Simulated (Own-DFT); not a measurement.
AlGa₃N₄ (wurtzite random alloy, strained, atoms displaced) (calculated)

A calculation, not a measurement: plane-wave PBE density functional theory by an unreviewed code, no spin, of a simulated periodic cell, stress positive in tension, free energy of the whole cell less one offset for each atom, forces on such cells passed a denser k mesh, this cell's mesh not checked; offsets are fitted by least squares, one for each functional and potential file, so energies compare only between cells with the same atoms and settings and are not formation energies; the far tail of each file's local potential was reset to the Coulomb form; each entry is a single point on an unrelaxed cell, so the pressure reflects the starting lattice, mostly measured values, from which strain is counted, and rises with the displacements; printed positions are rounded, which can move forces by about a meV/angstrom; the program is a retired in-house code; no spin-orbit coupling. Program: Own-DFT development build.

## AlGa₃N₄ (wurtzite random alloy, strained, atoms displaced)

```cif
# cell vector a (Å): 9.3428 0.0000 0.0000
# cell vector b (Å): -4.6714 8.0911 0.0000
# cell vector c (Å): 0.0000 0.0000 10.2685
data_AlGa3N4
_symmetry_space_group_name_H-M 'P 1'
_symmetry_Int_Tables_number 1
_cell_length_a 9.3428
_cell_length_b 9.3428
_cell_length_c 10.2685
_cell_angle_alpha 90.000
_cell_angle_beta 90.000
_cell_angle_gamma 120.000
_cell_volume 776.23
loop_
_atom_site_label
_atom_site_type_symbol
_atom_site_fract_x
_atom_site_fract_y
_atom_site_fract_z
_atom_site_occupancy
Ga1 Ga 0.10323 0.22528 0.99576 1
Ga2 Ga 0.21941 0.10007 0.25229 1
N1 N 0.10818 0.22608 0.18488 1
N2 N 0.22090 0.11191 0.43998 1
Ga3 Ga 0.10392 0.21901 0.49421 1
Ga4 Ga 0.22803 0.11037 0.75839 1
N3 N 0.09979 0.21391 0.68625 1
N4 N 0.22054 0.11363 0.93935 1
Al1 Al 0.11441 0.55692 0.99758 1
Al2 Al 0.21998 0.44131 0.23965 1
N5 N 0.10970 0.54677 0.19423 1
N6 N 0.22570 0.44509 0.43766 1
Ga5 Ga 0.10867 0.55927 0.49545 1
Al3 Al 0.21984 0.45300 0.74996 1
N7 N 0.11553 0.55907 0.68597 1
N8 N 0.22704 0.44670 0.94033 1
Ga6 Ga 0.11858 0.88309 0.99865 1
Ga7 Ga 0.21854 0.78242 0.24877 1
N9 N 0.11278 0.89309 0.19335 1
N10 N 0.23080 0.77485 0.43332 1
Al4 Al 0.09688 0.88737 0.50021 1
Ga8 Ga 0.22023 0.76789 0.74767 1
N11 N 0.11494 0.89633 0.68472 1
N12 N 0.22235 0.78140 0.93568 1
Ga9 Ga 0.44049 0.23127 0.00080 1
Al5 Al 0.54850 0.10500 0.24334 1
N13 N 0.44157 0.22484 0.18778 1
N14 N 0.55073 0.11851 0.43936 1
Ga10 Ga 0.45019 0.22383 0.49949 1
Al6 Al 0.55419 0.11850 0.74715 1
N15 N 0.44079 0.22096 0.69532 1
N16 N 0.55191 0.11267 0.93315 1
Ga11 Ga 0.45024 0.55593 0.00469 1
Ga12 Ga 0.53579 0.43150 0.26023 1
N17 N 0.45126 0.56598 0.18589 1
N18 N 0.56007 0.44393 0.43805 1
Ga13 Ga 0.44003 0.54792 0.50366 1
Al7 Al 0.55726 0.44250 0.74203 1
N19 N 0.44276 0.55080 0.69136 1
N20 N 0.55656 0.44698 0.93504 1
Ga14 Ga 0.43527 0.88522 0.00224 1
Ga15 Ga 0.56496 0.78285 0.23954 1
N21 N 0.44952 0.89432 0.19319 1
N22 N 0.56661 0.78688 0.44361 1
Ga16 Ga 0.43806 0.88657 0.49681 1
Ga17 Ga 0.54974 0.77125 0.75295 1
N23 N 0.43730 0.88693 0.69644 1
N24 N 0.54682 0.77011 0.94261 1
Ga18 Ga 0.77417 0.22143 0.00421 1
Ga19 Ga 0.89237 0.11162 0.24348 1
N25 N 0.77862 0.21914 0.18793 1
N26 N 0.88435 0.11037 0.44845 1
Ga20 Ga 0.77682 0.22069 0.50055 1
Ga21 Ga 0.88796 0.11635 0.75043 1
N27 N 0.79053 0.23376 0.68913 1
N28 N 0.87986 0.10822 0.93718 1
Ga22 Ga 0.77681 0.54734 0.00363 1
Ga23 Ga 0.89027 0.45591 0.25349 1
N29 N 0.78136 0.54752 0.19524 1
N30 N 0.88718 0.43408 0.43322 1
Ga24 Ga 0.77892 0.56160 0.49792 1
Ga25 Ga 0.89956 0.44345 0.74896 1
N31 N 0.77252 0.55107 0.68776 1
N32 N 0.88601 0.44233 0.94517 1
Ga26 Ga 0.77491 0.89695 0.00090 1
Ga27 Ga 0.88487 0.77998 0.24622 1
N33 N 0.76958 0.88564 0.19064 1
N34 N 0.89935 0.79162 0.43305 1
Al8 Al 0.78011 0.88838 0.50471 1
Al9 Al 0.88155 0.77227 0.74904 1
N35 N 0.78039 0.88549 0.69665 1
N36 N 0.88333 0.78475 0.93541 1
```

Settings of this run: functional PBE, potential files PseudoDojo norm-conserving, scalar-relativistic, standard set, wave cutoff 42 hartree, occupations Fermi-Dirac, smearing width 0.1 eV and k mesh 4 x 4 x 3 centred on Gamma.

To be estimated
1. AlGa₃N₄ (wurtzite random alloy, strained, atoms displaced): stress yy?

Calculated values
1. -18.18 GPa

Further results for AlGa₃N₄ (wurtzite random alloy, strained, atoms displaced):

- free energy of cell above offsets: 9.824 eV
- pressure: 15.63 GPa
- stress xx: -18.86 GPa
- stress zz: -9.84 GPa
- stress yz: -0.68 GPa
- stress xz: -0.46 GPa
- stress xy: -0.23 GPa

Force:
| element | x (eV/Å) | y (eV/Å) | z (eV/Å) |
| --- | --- | --- | --- |
| Ga | 0.73 | -0.791 | 0.155 |
| Ga | -0.929 | 3.01 | 0.574 |
| N | 1.627 | -0.281 | 0.121 |
| N | 0.486 | -0.963 | -0.14 |
| Ga | 0.799 | 0.867 | 1.337 |
| Ga | -2.174 | 0.015 | -1.257 |
| N | 1.776 | 2.491 | 0.664 |
| N | -0.349 | -0.559 | 1.074 |
| Al | -0.415 | -0.43 | 1.112 |
| Al | 0.795 | 0.856 | 1.861 |
| N | 0.014 | 1.766 | -2.226 |
| N | -0.716 | -0.29 | -1.601 |
| Ga | 0.978 | -1.07 | -0.206 |
| Al | 1.874 | -2.318 | -0.064 |
| N | 0.295 | -1.248 | -0.478 |
| N | -1.548 | 0.825 | -1.245 |
| Ga | -3.689 | 1.526 | 0.394 |
| Ga | 1.793 | -1.573 | 0.386 |
| N | -0.703 | -1.891 | -2.07 |
| N | -3.582 | 0.51 | 0.324 |
| Al | 3.621 | 1.673 | 0.919 |
| Ga | -1.594 | 2.629 | 0.216 |
| N | -0.766 | -2.372 | -0.148 |
| N | 0.775 | -2.863 | 0.04 |
| Ga | 0.96 | -0.819 | -0.36 |
| Al | 0.818 | 2.366 | 1.241 |
| N | 0.861 | -1.658 | 0.055 |
| N | 2.223 | -1.783 | -1.851 |
| Ga | -2.445 | -0.063 | 1.523 |
| Al | 1.279 | -1.002 | 0.608 |
| N | 1.345 | 1.29 | -1.341 |
| N | -0.193 | -0.11 | 0.169 |
| Ga | -0.078 | -0.451 | -0.847 |
| Ga | 1.196 | 2.072 | -1.501 |
| N | -0.821 | -2.493 | 1.184 |
| N | -0.742 | 0.43 | 1.046 |
| Ga | 0.06 | 1.665 | -0.298 |
| Al | -0.804 | -0.054 | 1.612 |
| N | -0.396 | -0.909 | 0.199 |
| N | 0.446 | 0.141 | -1.083 |
| Ga | 1.522 | 1.277 | -0.248 |
| Ga | -3.099 | -1.062 | 3.418 |
| N | -1.067 | -0.711 | -0.985 |
| N | -0.08 | -1.095 | -0.645 |
| Ga | 1.97 | 1.054 | 1.292 |
| Ga | 0.403 | 1.005 | -0.036 |
| N | 1.45 | 1.697 | -1.212 |
| N | -0.125 | 1.471 | -0.266 |
| Ga | -0.601 | -0.413 | -0.338 |
| Ga | -1.034 | -0.034 | 1.933 |
| N | -1.73 | 0.026 | 0.878 |
| N | 0.232 | -1.737 | -1.98 |
| Ga | -0.704 | -0.296 | 0.19 |
| Ga | 0.454 | -1.634 | 0.154 |
| N | -2.7 | -2.178 | -0.441 |
| N | 0.183 | 1.268 | -0.049 |
| Ga | -1.302 | 1.792 | 0.12 |
| Ga | 2.73 | -3.077 | 0 |
| N | -4.187 | 2.074 | -1.426 |
| N | -0.824 | 1.967 | 1.46 |
| Ga | 1.173 | -0.203 | 0.026 |
| Ga | -1.97 | 1.168 | 1.215 |
| N | 0.759 | 0.797 | -0.044 |
| N | 2.314 | 0.841 | -1.353 |
| Ga | 0.283 | -1.691 | -0.302 |
| Ga | 0.385 | -0.966 | -0.063 |
| N | 3.202 | 2.022 | -1.602 |
| N | -1.903 | -1.543 | 0.391 |
| Al | -0.498 | 0.554 | 0.545 |
| Al | 1.19 | 0.704 | 0.689 |
| N | -0.869 | -0.079 | -1.671 |
| N | 1.633 | -1.142 | 0.249 |
